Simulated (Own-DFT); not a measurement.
# A layer strained by its substrate: wurtzite AlGaN with randomly placed atoms, 128 atoms (Al48Ga16N64)

Everything here is calculated. The program is Own-DFT (plane waves, in-house, since retired, never reviewed by a person); positions were held fixed, and spin and spin-orbit coupling were off.

Settings: PBE; PseudoDojo norm-conserving scalar-relativistic files (stringent for Ga); cutoff 96 hartree; 3 x 3 x 3 k mesh centred on Gamma; Gaussian smearing of 0.01 eV.

Known weak points: k mesh not checked against a denser one; stress not checked against mesh or cutoff.

Unstrained cell vectors in Å: (12.525, 0.000, 0.000); (-6.263, 10.847, 0.000); (0.000, 0.000, 10.066). The unstrained cell has measured lattice constants (interpolated for alloys), not those of this functional. That, the random moves and any unrelaxed bonds set the pressure at no strain. Each run strains x and y alike by e, as a substrate would, and holds the height along z. Each atom got a random Gaussian move of width 0.05 Å along each axis. The random placing of the alloy's atoms differs from row to row. Stress is positive in tension.

```
e (%),u (Å),(s_xx + s_yy)/2 (GPa),s_zz (GPa)
-1.50,0.054,-15.67,-9.50
-1.00,0.052,-12.06,-8.57
-0.75,0.050,-11.14,-6.66
-0.25,0.054,-8.43,-6.87
0.50,0.048,?,?
0.75,0.049,-1.41,-6.67
1.50,0.048,1.44,-3.79
1.75,0.049,2.79,-3.91
2.00,0.047,4.27,-3.52
2.75,0.051,7.18,-2.94
```

## Fit

With e as a fraction, the in-plane stress is -6.3 + 582 e - 3188 e² GPa (errors 16 and 1037, scatter 0.47), and s_zz is -6.7 + 150 e GPa (slope ± 17, scatter 0.72). At e = 0 the first slope is C11 + C12 and the second 2 C13, both with the ions held to the strained lattice and at the cell's own pressure. The term in e² is negative: the layer stiffens under compression and softens under tension. A free layer would change its height as e changes, and the in-plane slope would drop by 2 C13²/C33 to the biaxial modulus. At fixed height, a misfit of 1 % moves the in-plane stress by about 5.8 GPa and s_zz by 1.5 GPa.

## Test on the hidden row

Question: what are the two stresses at e = 0.50 %?

The fitted form gives -3.5 and -5.9 GPa. DFT gave -3.18 and -6.59 GPa.
